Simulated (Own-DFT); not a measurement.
Simulation results for SiC (2H silicon carbide, atoms displaced), SiC (4H silicon carbide, strained, atoms displaced), GaN (wurtzite, strained, atoms displaced)

A calculation, not a measurement: plane-wave PBE density functional theory by an unreviewed code, no spin, of a simulated periodic cell, stress positive in tension, free energy of the whole cell less one offset for each atom, forces on such cells passed a denser k mesh, this cell's mesh not checked; offsets are fitted by least squares, one for each functional and potential file, so energies compare only between cells with the same atoms and settings and are not formation energies; the far tail of each file's local potential was reset to the Coulomb form; each entry is a single point on an unrelaxed cell, so the pressure reflects the starting lattice, mostly measured values (interpolated for alloys), from which strain is counted, and rises with the displacements; printed positions are rounded, which can move forces by about a meV/angstrom; the program, named Own-DFT, is a retired in-house code; no spin-orbit coupling. Program: Own-DFT development build.

Common to all runs: functional PBE.

```json
{"entry": 1, "formula": "SiC", "kind": "2H silicon carbide, atoms displaced", "structure": {"cell_angstrom": [[6.1654, 0.0, 0.0], [-3.0827, 5.3394, 0.0], [0.0, 0.0, 10.0681]], "atoms_fractional": [["Si", 0.9998, 0.98991, 0.01128], ["Si", 0.18238, 0.33963, 0.26505], ["C", 0.02092, 0.0456, 0.16855], ["C", 0.1522, 0.31929, 0.42719], ["Si", 0.98658, 0.00772, 0.49547], ["Si", 0.15697, 0.32079, 0.74242], ["C", 0.04601, 0.01592, 0.69493], ["C", 0.19181, 0.35916, 0.92438], ["Si", 0.00074, 0.49539, 0.00138], ["Si", 0.16724, 0.82571, 0.2493], ["C", 0.03108, 0.5215, 0.17987], ["C", 0.17068, 0.8324, 0.44866], ["Si", 0.98651, 0.50577, 0.4995], ["Si", 0.17392, 0.86783, 0.75197], ["C", 0.98125, 0.48601, 0.70221], ["C", 0.16077, 0.80745, 0.95524], ["Si", 0.46625, 0.99712, 0.96956], ["Si", 0.67293, 0.33743, 0.25707], ["C", 0.47552, 0.9924, 0.18075], ["C", 0.67388, 0.345, 0.43061], ["Si", 0.50381, 0.00412, 0.48596], ["Si", 0.66681, 0.31056, 0.75314], ["C", 0.5377, 0.03469, 0.67663], ["C", 0.67728, 0.31129, 0.9469], ["Si", 0.49568, 0.50124, 0.00447], ["Si", 0.66649, 0.85244, 0.24172], ["C", 0.48677, 0.46623, 0.20361], ["C", 0.65425, 0.80651, 0.44251], ["Si", 0.45704, 0.4926, 0.49266], ["Si", 0.64014, 0.8035, 0.73937], ["C", 0.51108, 0.50652, 0.69764], ["C", 0.68001, 0.83425, 0.94459]]}, "settings": {"potential_files": "PseudoDojo norm-conserving, scalar-relativistic, standard set", "wave_cutoff [hartree]": 42.0, "occupations": "Fermi-Dirac", "smearing_width [eV]": 0.1, "hardware": "one NVIDIA H100", "k_mesh": "5 x 5 x 3 centred on Gamma"}, "results": {"free_energy_of_cell_above_offsets [eV]": "7.958", "pressure [GPa]": 13.15, "stress_xx [GPa]": -8.5, "stress_yy [GPa]": -17.86, "stress_zz [GPa]": -13.09, "stress_yz [GPa]": -2.95, "stress_xz [GPa]": -1.33, "stress_xy [GPa]": -3.06, "force_element": ["Si", "Si", "C", "C", "Si", "Si", "C", "C", "Si", "Si", "C", "C", "Si", "Si", "C", "C", "Si", "Si", "C", "C", "Si", "Si", "C", "C", "Si", "Si", "C", "C", "Si", "Si", "C", "C"], "force_x [eV/angstrom]": [-0.17, -2.248, -0.732, -2.666, 2.303, 0.374, -8.51, -0.994, 1.96, -1.299, -1.478, -1.625, 0.551, 6.76, 2.391, -4.76, 6.738, 1.44, 2.581, -1.384, 0.466, -1.596, -0.897, -2.772, 1.286, 0.511, 0.73, -0.811, 5.06, 1.533, -0.912, -1.829], "force_y [eV/angstrom]": [1.26, 0.053, -2.361, 0.299, -2.713, 3.858, 0.609, -2.566, -2.978, 2.023, -2.955, 0.568, -0.488, -6.769, 2.956, 1.971, -0.386, -1.175, 1.74, -1.123, 0.682, 5.252, -6.79, 2.773, -0.497, -1.451, 4.727, 3.806, -0.628, 6.52, -5.616, -0.6], "force_z [eV/angstrom]": [-7.75, -7.933, 9.728, 5.922, 1.925, 2.501, -5.327, 2.085, -0.42, 0.318, 2.775, -2.248, 2.085, 2.256, -3.322, -4.337, 5.523, -3.827, 0.823, 2.557, 1.51, 2.486, -0.738, -2.062, 0.217, -0.551, -2.846, -1.736, 2.691, 3.521, -4.023, -1.799], "wall_time [s]": 122.2}}
{"entry": 2, "formula": "SiC", "kind": "4H silicon carbide, strained, atoms displaced", "structure": {"cell_angstrom": [[9.2037, -0.0042, 0.0608], [-4.6055, 7.9962, -0.0106], [0.0661, 0.0248, 10.0537]], "atoms_fractional": [["Si", 0.00588, 0.00011, 0.40378], ["Si", 0.11378, 0.22257, 0.15594], ["C", 0.9994, 0.99309, 0.10276], ["C", 0.10528, 0.22531, 0.35066], ["Si", 0.99337, 0.32886, 0.40801], ["Si", 0.10654, 0.54628, 0.14144], ["C", 0.99818, 0.33529, 0.08629], ["C", 0.11475, 0.55966, 0.34702], ["Si", 0.01094, 0.66816, 0.40639], ["Si", 0.10795, 0.8912, 0.16201], ["C", 0.004, 0.67101, 0.09285], ["C", 0.11685, 0.8987, 0.35208], ["Si", 0.34016, 0.00135, 0.4021], ["Si", 0.44233, 0.22533, 0.15324], ["C", 0.34325, 0.9991, 0.09527], ["C", 0.4558, 0.23002, 0.34853], ["Si", 0.3284, 0.32349, 0.3984], ["Si", 0.43847, 0.55581, 0.14947], ["C", 0.32893, 0.32621, 0.09175], ["C", 0.4309, 0.53506, 0.34093], ["Si", 0.33449, 0.67106, 0.40575], ["Si", 0.44034, 0.89069, 0.16448], ["C", 0.33253, 0.66327, 0.08544], ["C", 0.44397, 0.89418, 0.34617], ["Si", 0.66453, 0.99706, 0.39862], ["Si", 0.78568, 0.22211, 0.15497], ["C", 0.67836, 0.00621, 0.09511], ["C", 0.7891, 0.23736, 0.34287], ["Si", 0.66089, 0.33532, 0.41401], ["Si", 0.77626, 0.55511, 0.15259], ["C", 0.65945, 0.34026, 0.08916], ["C", 0.77411, 0.54945, 0.34795], ["Si", 0.66077, 0.65999, 0.40242], ["Si", 0.78702, 0.88962, 0.15481], ["C", 0.67036, 0.66566, 0.08736], ["C", 0.77123, 0.8814, 0.34531], ["Si", 0.00143, 0.00487, 0.90093], ["Si", 0.88982, 0.76686, 0.66347], ["C", 0.00495, 0.0041, 0.59732], ["C", 0.89291, 0.78294, 0.85448], ["Si", 0.99233, 0.66212, 0.90686], ["Si", 0.88885, 0.43664, 0.64716], ["C", 0.9915, 0.66029, 0.59528], ["C", 0.8874, 0.44996, 0.83831], ["Si", 0.00643, 0.33625, 0.90884], ["Si", 0.89436, 0.11567, 0.64412], ["C", 0.003, 0.33757, 0.60164], ["C", 0.89194, 0.12335, 0.83107], ["Si", 0.65824, 0.98309, 0.90742], ["Si", 0.55546, 0.775, 0.65491], ["C", 0.67441, 0.00455, 0.59019], ["C", 0.56099, 0.78126, 0.83707], ["Si", 0.66714, 0.66113, 0.9018], ["Si", 0.55266, 0.44466, 0.65335], ["C", 0.66849, 0.66674, 0.59634], ["C", 0.55106, 0.44399, 0.84723], ["Si", 0.66607, 0.34221, 0.90482], ["Si", 0.55564, 0.10823, 0.66169], ["C", 0.6707, 0.33511, 0.5879], ["C", 0.55573, 0.10839, 0.8445], ["Si", 0.33963, 0.99595, 0.91828], ["Si", 0.22455, 0.77564, 0.65265], ["C", 0.32221, 4e-05, 0.5974], ["C", 0.22322, 0.76971, 0.84473], ["Si", 0.3368, 0.67574, 0.90835], ["Si", 0.21657, 0.44073, 0.6552], ["C", 0.33066, 0.66252, 0.59309], ["C", 0.23038, 0.44392, 0.83979], ["Si", 0.33918, 0.33974, 0.89961], ["Si", 0.21517, 0.11003, 0.65796], ["C", 0.32877, 0.32827, 0.59923], ["C", 0.212, 0.09978, 0.83318]]}, "settings": {"potential_files": "PseudoDojo norm-conserving, scalar-relativistic, standard set", "wave_cutoff [hartree]": 42.0, "occupations": "Fermi-Dirac", "smearing_width [eV]": 0.1, "hardware": "one NVIDIA H100", "k_mesh": "4 x 4 x 3 centred on Gamma"}, "results": {"free_energy_of_cell_above_offsets [eV]": "-5.782", "pressure [GPa]": 7.22, "stress_xx [GPa]": -9.45, "stress_yy [GPa]": -5.84, "stress_zz [GPa]": -6.37, "stress_yz [GPa]": 0.36, "stress_xz [GPa]": 2.01, "stress_xy [GPa]": 0.62, "force_element": ["Si", "Si", "C", "C", "Si", "Si", "C", "C", "Si", "Si", "C", "C", "Si", "Si", "C", "C", "Si", "Si", "C", "C", "Si", "Si", "C", "C", "Si", "Si", "C", "C", "Si", "Si", "C", "C", "Si", "Si", "C", "C", "Si", "Si", "C", "C", "Si", "Si", "C", "C", "Si", "Si", "C", "C", "Si", "Si", "C", "C", "Si", "Si", "C", "C", "Si", "Si", "C", "C", "Si", "Si", "C", "C", "Si", "Si", "C", "C", "Si", "Si", "C", "C"], "force_x [eV/angstrom]": [-2.522, -1.128, 0.322, 1.223, 1.055, -0.316, 1.416, 0.719, -2.875, 2.166, -0.231, 1.407, -2.02, 1.335, -2.529, -1.759, -0.391, 1.864, -0.402, -0.058, 0.656, 2.393, -0.416, 1.278, 0.796, -2.432, -0.923, -1.858, 2.307, 0.306, 2.063, 0.66, 0.194, -2.274, -1.389, 0.866, -0.979, -1.534, -0.888, -0.375, 1.49, -1.712, 2.349, 0.5, -0.94, -0.218, 0.252, 0.243, 0.822, 0.017, -1.311, -0.151, -0.625, 0.28, -0.178, 1.437, 1.298, -0.696, -0.84, 0.054, -1.584, -1.301, 2.687, -1.498, 1.298, 1.637, 0.635, -1.587, -1.325, 1.066, 0.091, 2.083], "force_y [eV/angstrom]": [0.145, -0.536, 2.613, -1.231, 2.491, 2.551, -1.336, -1.072, 0.073, -0.87, -0.743, -1.674, 1.586, -0.265, 0.68, -2.333, 0.073, -0.703, 1.096, 3.784, -1.773, -0.738, 1.064, -1.377, 1.67, 0.963, -1.805, -2.662, 0.494, 0.06, -1.045, 1.662, -0.352, -1.388, 0.423, 0.527, 0.329, 2.233, -1.867, -1.071, 1.101, 1.616, 0.176, -0.947, -0.08, -0.873, -1.036, -1.851, 4.414, 0.897, -0.993, -2.076, 1.396, -0.422, -0.343, 0.499, -1.814, 0.034, -1.018, 0.44, -0.146, 0.307, -0.335, 1.31, -1.91, 0.692, 0.577, 1.279, -3.027, 0.096, 0.748, 1.609], "force_z [eV/angstrom]": [1.986, 0.498, -2.205, -1.852, 0.935, 2.759, 1.26, -1.687, 0.403, -0.197, 0.428, -1.952, 2.561, 0.952, 1.624, -1.947, 2.725, 0.824, -0.71, -0.507, 0.084, -1.724, 2.232, -0.416, 1.403, 0.05, 0.093, -0.443, -2.292, 1.319, 0.434, -1.126, 0.712, 0.688, 0.794, -0.759, 0.647, -0.438, -1.635, -1.808, -0.272, 2.107, -0.754, 0.577, -3.258, 1.96, -2.929, 2.384, -0.464, -0.846, -0.621, 1.195, 0.519, 0.394, -0.577, -1.932, -0.237, -1.427, 2.897, 1.163, -3.948, 1.136, -1.305, -0.035, -2.367, 0.363, -0.48, 1.118, 0.71, -1.047, -1.826, 4.091], "wall_time [s]": 359.3}}
{"entry": 3, "formula": "GaN", "kind": "wurtzite, strained, atoms displaced", "structure": {"cell_angstrom": [[12.756, 0.0, 0.0], [-4.7835, 8.2853, 0.0], [0.0, 0.0, 10.3182]], "atoms_fractional": [["Ga", 0.07716, 0.21728, 0.00177], ["Ga", 0.16626, 0.10895, 0.25025], ["N", 0.09164, 0.21801, 0.1884], ["N", 0.16379, 0.10781, 0.43078], ["Ga", 0.0788, 0.22945, 0.50178], ["Ga", 0.16082, 0.10889, 0.75372], ["N", 0.09012, 0.23153, 0.69309], ["N", 0.16638, 0.11397, 0.94025], ["Ga", 0.08833, 0.55012, 0.99797], ["Ga", 0.16422, 0.4449, 0.24513], ["N", 0.08741, 0.56522, 0.17878], ["N", 0.16747, 0.4392, 0.44335], ["Ga", 0.07468, 0.55124, 0.50467], ["Ga", 0.1676, 0.44613, 0.76234], ["N", 0.08334, 0.55792, 0.69785], ["N", 0.16045, 0.44377, 0.93755], ["Ga", 0.08012, 0.88186, 0.99174], ["Ga", 0.16705, 0.77665, 0.25492], ["N", 0.08868, 0.8952, 0.18766], ["N", 0.16662, 0.77526, 0.44139], ["Ga", 0.08634, 0.90298, 0.48828], ["Ga", 0.16466, 0.78188, 0.74954], ["N", 0.08896, 0.90757, 0.68742], ["N", 0.16685, 0.78733, 0.92892], ["Ga", 0.32461, 0.21592, 0.99489], ["Ga", 0.41086, 0.10684, 0.25263], ["N", 0.33121, 0.21707, 0.18002], ["N", 0.40943, 0.10038, 0.43573], ["Ga", 0.33651, 0.23101, 0.50154], ["Ga", 0.42341, 0.11858, 0.74979], ["N", 0.33206, 0.22454, 0.68262], ["N", 0.417, 0.11039, 0.94369], ["Ga", 0.33748, 0.55317, 0.00309], ["Ga", 0.41507, 0.44544, 0.25242], ["N", 0.32789, 0.54798, 0.18354], ["N", 0.41443, 0.44058, 0.4343], ["Ga", 0.32983, 0.54796, 0.50119], ["Ga", 0.41962, 0.45355, 0.75016], ["N", 0.33602, 0.55149, 0.69212], ["N", 0.41632, 0.44281, 0.94309], ["Ga", 0.33634, 0.88851, 0.0075], ["Ga", 0.4204, 0.77246, 0.24875], ["N", 0.33803, 0.89317, 0.18828], ["N", 0.4149, 0.77307, 0.43799], ["Ga", 0.3343, 0.89579, 0.50184], ["Ga", 0.41604, 0.78002, 0.74413], ["N", 0.33517, 0.89035, 0.69625], ["N", 0.41168, 0.77326, 0.9342], ["Ga", 0.57934, 0.22465, 0.004], ["Ga", 0.66968, 0.11726, 0.25047], ["N", 0.58928, 0.22711, 0.19042], ["N", 0.66756, 0.11602, 0.43153], ["Ga", 0.58797, 0.21939, 0.49224], ["Ga", 0.6608, 0.10988, 0.74046], ["N", 0.58524, 0.21061, 0.68702], ["N", 0.6759, 0.12356, 0.93856], ["Ga", 0.57616, 0.55256, 0.00448], ["Ga", 0.67256, 0.44283, 0.24971], ["N", 0.58192, 0.55601, 0.18218], ["N", 0.6676, 0.4523, 0.44103], ["Ga", 0.58508, 0.55845, 0.49814], ["Ga", 0.66743, 0.44641, 0.75037], ["N", 0.58436, 0.55473, 0.6824], ["N", 0.66972, 0.44873, 0.94255], ["Ga", 0.58022, 0.88343, 0.00472], ["Ga", 0.67187, 0.78744, 0.24944], ["N", 0.58614, 0.88643, 0.18939], ["N", 0.66593, 0.76934, 0.44224], ["Ga", 0.58966, 0.88178, 0.5007], ["Ga", 0.66005, 0.76976, 0.7554], ["N", 0.5843, 0.88635, 0.69193], ["N", 0.66974, 0.77915, 0.93289], ["Ga", 0.83539, 0.22343, 0.00238], ["Ga", 0.92847, 0.12119, 0.25515], ["N", 0.83657, 0.22325, 0.18731], ["N", 0.9121, 0.11115, 0.43427], ["Ga", 0.83479, 0.21755, 0.50359], ["Ga", 0.92105, 0.11747, 0.744], ["N", 0.8441, 0.23006, 0.68852], ["N", 0.91528, 0.10478, 0.93615], ["Ga", 0.83083, 0.55848, 0.99941], ["Ga", 0.91086, 0.44274, 0.25582], ["N", 0.83409, 0.55372, 0.18514], ["N", 0.91245, 0.44544, 0.43426], ["Ga", 0.82886, 0.55131, 0.49629], ["Ga", 0.91522, 0.44216, 0.75413], ["N", 0.83199, 0.5525, 0.6842], ["N", 0.92029, 0.4494, 0.93755], ["Ga", 0.82822, 0.89665, 0.99823], ["Ga", 0.91187, 0.77461, 0.24773], ["N", 0.82532, 0.88011, 0.19334], ["N", 0.91423, 0.77721, 0.44174], ["Ga", 0.83454, 0.89872, 0.48874], ["Ga", 0.92437, 0.7809, 0.74304], ["N", 0.8362, 0.88799, 0.68787], ["N", 0.92391, 0.78476, 0.94538]]}, "settings": {"potential_files": "PseudoDojo norm-conserving, scalar-relativistic, standard set with the stringent files for Ga", "wave_cutoff [hartree]": 96.0, "occupations": "Gaussian", "smearing_width [eV]": 0.01, "k_mesh": "3 x 4 x 3 centred on Gamma"}, "results": {"free_energy_of_cell_above_offsets [eV]": "-4.417", "pressure [GPa]": 8.18, "stress_xx [GPa]": -7.32, "stress_yy [GPa]": -6.96, "stress_zz [GPa]": -10.26, "stress_yz [GPa]": 0.09, "stress_xz [GPa]": -0.36, "stress_xy [GPa]": 0.64, "force_element": ["Ga", "Ga", "N", "N", "Ga", "Ga", "N", "N", "Ga", "Ga", "N", "N", "Ga", "Ga", "N", "N", "Ga", "Ga", "N", "N", "Ga", "Ga", "N", "N", "Ga", "Ga", "N", "N", "Ga", "Ga", "N", "N", "Ga", "Ga", "N", "N", "Ga", "Ga", "N", "N", "Ga", "Ga", "N", "N", "Ga", "Ga", "N", "N", "Ga", "Ga", "N", "N", "Ga", "Ga", "N", "N", "Ga", "Ga", "N", "N", "Ga", "Ga", "N", "N", "Ga", "Ga", "N", "N", "Ga", "Ga", "N", "N", "Ga", "Ga", "N", "N", "Ga", "Ga", "N", "N", "Ga", "Ga", "N", "N", "Ga", "Ga", "N", "N", "Ga", "Ga", "N", "N", "Ga", "Ga", "N", "N"], "force_x [eV/angstrom]": [0.73, 1.511, -2.353, -0.286, 1.555, 1.035, -0.772, -1.116, -2.801, -0.082, -0.192, -1.58, 1.128, 0.152, 0.078, 2.687, 1.185, -0.079, -0.603, -0.46, 0.219, 0.373, 0.528, 1.599, 1.531, 0.469, 0.11, 0.511, -0.206, -1.218, 0.569, -0.267, -1.284, 0.633, 0.411, 0.358, 0.228, 0.924, -1.563, -0.235, -1.062, -1.047, 0.244, 0.491, 0.435, 0.196, -0.588, 0.873, 1.28, 0.397, -0.932, 1.58, -2.021, 3.508, -2.4, -1.463, 1.514, -1.679, 0.3, 0.071, -0.544, 0.321, -0.204, -1.301, 0.032, -1.036, -0.785, 0.023, -2.049, 1.466, -0.069, -1.248, 0.146, -0.918, 0.483, 0.828, -1.395, 0.444, -1.586, -0.386, 1.379, 1.281, -0.082, 0.663, 0.314, -0.147, 0.34, -0.284, 1.76, 1.254, 1.866, 0.172, 0.872, -1.101, -0.823, -2.809], "force_y [eV/angstrom]": [0.131, -0.097, 1.172, 2.676, -1.385, 1.998, -0.372, -0.576, 2.283, 0.06, -1.305, 1.056, 0.718, 0.545, -0.162, -1.176, 1.584, 0.604, -1.551, -0.034, -2.513, 0.449, -2.626, -1.063, 0.435, 0.952, 0.774, 2.549, -1.74, -0.769, 0.175, 0.281, 0.166, -0.863, 0.768, 1.021, 0.939, -1.655, 0.961, -0.37, -0.134, 0.25, -1.24, 0.218, -2.092, -0.591, 0.52, 0.113, 0.076, -0.753, -0.795, -1.289, 0.558, -0.831, 2.707, -1.614, 0.518, 0.781, 0.178, -1.724, -1.211, -0.343, -0.298, -0.404, 1.103, -2.427, 0.798, 1.594, 0.488, 0.989, 0.112, -0.782, 0.63, -0.932, -0.064, 0.961, 1.122, -1.476, -1.036, 1.6, 0.379, 0.416, 0.299, -0.762, 1.208, 0.915, 0.223, -0.403, -1.488, 0.469, 2.384, 0.238, -2.21, -0.248, 0.448, -1.192], "force_z [eV/angstrom]": [-0.398, -0.75, -0.211, 1.187, 0.549, 0.104, -0.867, -0.537, -0.426, 0.667, 1.974, -1.353, 0.351, -2.485, -1.283, 1.6, 1.896, -0.815, -0.084, 0.289, 1.595, -0.874, -1.393, 1.898, 0.547, -0.982, 1.404, 0.49, -0.663, 0.402, 1.702, -0.935, -1.202, -1.51, 1.228, 0.615, 0.34, 0.382, -0.578, -1.333, -1.771, 0.38, 0.93, 0.404, 0.794, 0.584, -1.392, 0.777, -0.477, -1.272, 0.336, 1.414, 0.744, 2.544, -1.463, -0.332, -1.158, -0.083, 2.433, -0.912, 0.091, 0.154, 1.02, -0.901, -1.603, 0.676, 0.177, -1.34, 0.027, -1.7, -0.935, 1.819, -0.813, -2.017, 0.828, 0.71, -0.376, 0.879, -0.639, -0.073, -0.429, -2.245, 0.643, 1.376, 0.855, -0.097, 0.539, 0.816, 0.543, 0.083, -1.049, -0.871, 2.179, 0.677, -0.532, -1.498]}}
{"entry": 4, "formula": "SiC", "kind": "2H silicon carbide, atoms displaced", "structure": {"cell_angstrom": [[9.2481, 0.0, 0.0], [-4.6241, 8.0091, 0.0], [0.0, 0.0, 10.0681]], "atoms_fractional": [["Si", 0.00286, 0.00473, 0.98341], ["Si", 0.09371, 0.2123, 0.25568], ["C", 0.98837, 0.98525, 0.18409], ["C", 0.11583, 0.22208, 0.43491], ["Si", 0.99414, 0.99225, 0.49232], ["Si", 0.10725, 0.22909, 0.75008], ["C", 0.99223, 0.00266, 0.67973], ["C", 0.12246, 0.22503, 0.92829], ["Si", 0.995, 0.33597, 0.99837], ["Si", 0.11366, 0.56626, 0.25436], ["C", 0.00703, 0.32785, 0.19202], ["C", 0.1068, 0.56013, 0.44985], ["Si", 0.00078, 0.34224, 0.50653], ["Si", 0.1072, 0.55775, 0.74547], ["C", 0.00386, 0.33659, 0.68647], ["C", 0.10084, 0.56302, 0.93365], ["Si", 0.0139, 0.6784, 1.0], ["Si", 0.12211, 0.89122, 0.24599], ["C", 0.99182, 0.66821, 0.18931], ["C", 0.11304, 0.88919, 0.44029], ["Si", 0.01129, 0.66724, 0.49551], ["Si", 0.1013, 0.88655, 0.74352], ["C", 0.99162, 0.663, 0.6887], ["C", 0.10573, 0.89563, 0.93673], ["Si", 0.32538, 0.00547, 0.00181], ["Si", 0.45468, 0.2271, 0.26271], ["C", 0.32916, 0.98465, 0.19274], ["C", 0.44141, 0.22659, 0.4328], ["Si", 0.33782, 0.99489, 0.49412], ["Si", 0.46311, 0.22659, 0.74505], ["C", 0.32219, 0.00032, 0.68742], ["C", 0.43975, 0.23024, 0.95044], ["Si", 0.32993, 0.35662, 0.99523], ["Si", 0.44305, 0.55348, 0.26447], ["C", 0.33978, 0.33803, 0.183], ["C", 0.43257, 0.53482, 0.43272], ["Si", 0.32875, 0.3395, 0.49693], ["Si", 0.43698, 0.55652, 0.7573], ["C", 0.33021, 0.32502, 0.68775], ["C", 0.44499, 0.55032, 0.92761], ["Si", 0.33517, 0.66607, 0.00241], ["Si", 0.43919, 0.89227, 0.25126], ["C", 0.33172, 0.67765, 0.18429], ["C", 0.44982, 0.8926, 0.43079], ["Si", 0.31514, 0.65798, 0.50525], ["Si", 0.44811, 0.87814, 0.74209], ["C", 0.34854, 0.67388, 0.70415], ["C", 0.4497, 0.88225, 0.93287], ["Si", 0.66801, 0.99498, 0.99512], ["Si", 0.77689, 0.21694, 0.25501], ["C", 0.6575, 0.99582, 0.19102], ["C", 0.78275, 0.22532, 0.43401], ["Si", 0.67113, 0.99949, 0.50147], ["Si", 0.78661, 0.21783, 0.75857], ["C", 0.6558, 0.00026, 0.68317], ["C", 0.77665, 0.21564, 0.93546], ["Si", 0.66946, 0.33408, 0.00654], ["Si", 0.77761, 0.56157, 0.24449], ["C", 0.65525, 0.33504, 0.19149], ["C", 0.78412, 0.55888, 0.42707], ["Si", 0.66627, 0.33627, 0.50696], ["Si", 0.78444, 0.56569, 0.75752], ["C", 0.65837, 0.31794, 0.68954], ["C", 0.76937, 0.55783, 0.9471], ["Si", 0.675, 0.67263, 0.99452], ["Si", 0.78626, 0.89066, 0.24573], ["C", 0.66656, 0.66642, 0.19219], ["C", 0.78158, 0.8941, 0.44524], ["Si", 0.65838, 0.6614, 0.49817], ["Si", 0.77502, 0.88462, 0.74872], ["C", 0.65808, 0.66533, 0.69709], ["C", 0.76457, 0.88377, 0.93304]]}, "settings": {"potential_files": "PseudoDojo norm-conserving, scalar-relativistic, standard set", "wave_cutoff [hartree]": 42.0, "occupations": "Fermi-Dirac", "smearing_width [eV]": 0.1, "hardware": "one NVIDIA H100", "k_mesh": "4 x 4 x 3 centred on Gamma"}, "results": {"free_energy_of_cell_above_offsets [eV]": "-0.291", "pressure [GPa]": 7.5, "stress_xx [GPa]": -7.23, "stress_yy [GPa]": -6.11, "stress_zz [GPa]": -9.16, "stress_yz [GPa]": 1.34, "stress_xz [GPa]": 1.18, "stress_xy [GPa]": -0.35, "force_element": ["Si", "Si", "C", "C", "Si", "Si", "C", "C", "Si", "Si", "C", "C", "Si", "Si", "C", "C", "Si", "Si", "C", "C", "Si", "Si", "C", "C", "Si", "Si", "C", "C", "Si", "Si", "C", "C", "Si", "Si", "C", "C", "Si", "Si", "C", "C", "Si", "Si", "C", "C", "Si", "Si", "C", "C", "Si", "Si", "C", "C", "Si", "Si", "C", "C", "Si", "Si", "C", "C", "Si", "Si", "C", "C", "Si", "Si", "C", "C", "Si", "Si", "C", "C"], "force_x [eV/angstrom]": [-1.92, 4.164, 2.563, -2.226, 1.286, 2.867, 0.285, -3.311, 1.419, 0.107, -3.563, 2.347, 0.548, 0.675, -1.04, 2.973, -3.402, -3.243, 2.478, 0.656, -5.889, 0.518, 1.218, 1.738, 2.158, -2.978, -1.167, 0.942, -1.723, -6.404, 2.444, 1.353, 3.266, -0.384, -1.514, -0.886, 1.492, 2.777, -0.298, -0.723, -0.393, 2.685, 0.92, 0.187, 4.199, -3.247, -4.029, -1.788, -2.152, -0.684, 1.695, -0.504, -0.829, -2.294, 3.001, -0.201, -1.972, -0.324, 4.131, -0.493, 0.281, -1.995, 4.721, 3.795, -2.773, -3.339, -1.399, -0.956, 1.27, -1.135, 1.114, 2.91], "force_y [eV/angstrom]": [0.031, 0.036, 2.881, -0.333, 1.865, -1.491, -0.28, 0.457, -0.072, -1.535, 2.112, -1.99, -2.718, 0.712, 0.553, -1.668, -0.318, -0.947, 0.174, -0.356, 1.899, 1.433, 0.694, -1.234, 0.199, -0.91, 3.854, -0.521, 1.843, -3.005, -0.818, -0.183, -4.606, 0.002, -0.584, 5.475, -4.569, -2.543, 1.799, 3.806, 0.374, -1.27, -1.877, -1.691, 2.21, 4.77, -3.925, 0.939, 0.309, 0.971, 0.628, -0.048, 1.004, -0.099, 0.58, 0.912, -0.607, -1.507, 0.359, -0.153, -0.188, -2.424, 4.098, -0.447, -0.986, -1.501, 0.718, -2.208, 0.44, 0.899, -0.68, 1.259], "force_z [eV/angstrom]": [2.67, -1.638, -1.06, 1.302, 1.492, -1.663, 1.409, 1.412, 0.682, -1.139, -1.22, -2.574, -2.033, 1.491, 0.858, 0.091, 0.924, 1.388, -0.591, -1.236, 1.411, 0.321, -1.143, -1.067, -0.527, -4.283, -1.746, 3.919, 1.536, 3.178, -0.649, -2.022, 2.526, -6.119, 1.347, 3.372, 2.203, -2.777, -0.479, 3.348, -1.325, -0.755, 1.88, 2.126, 0.299, 2.774, -4.57, 0.372, 1.883, -1.789, -0.993, 2.458, -0.855, -2.77, 0.663, 1.764, -0.37, 0.488, -0.45, 2.859, -2.253, -0.138, -0.515, -1.554, 2.291, 1.446, -0.94, -2.198, 0.609, -1.134, -1.889, -0.328], "wall_time [s]": 352.1}}
```
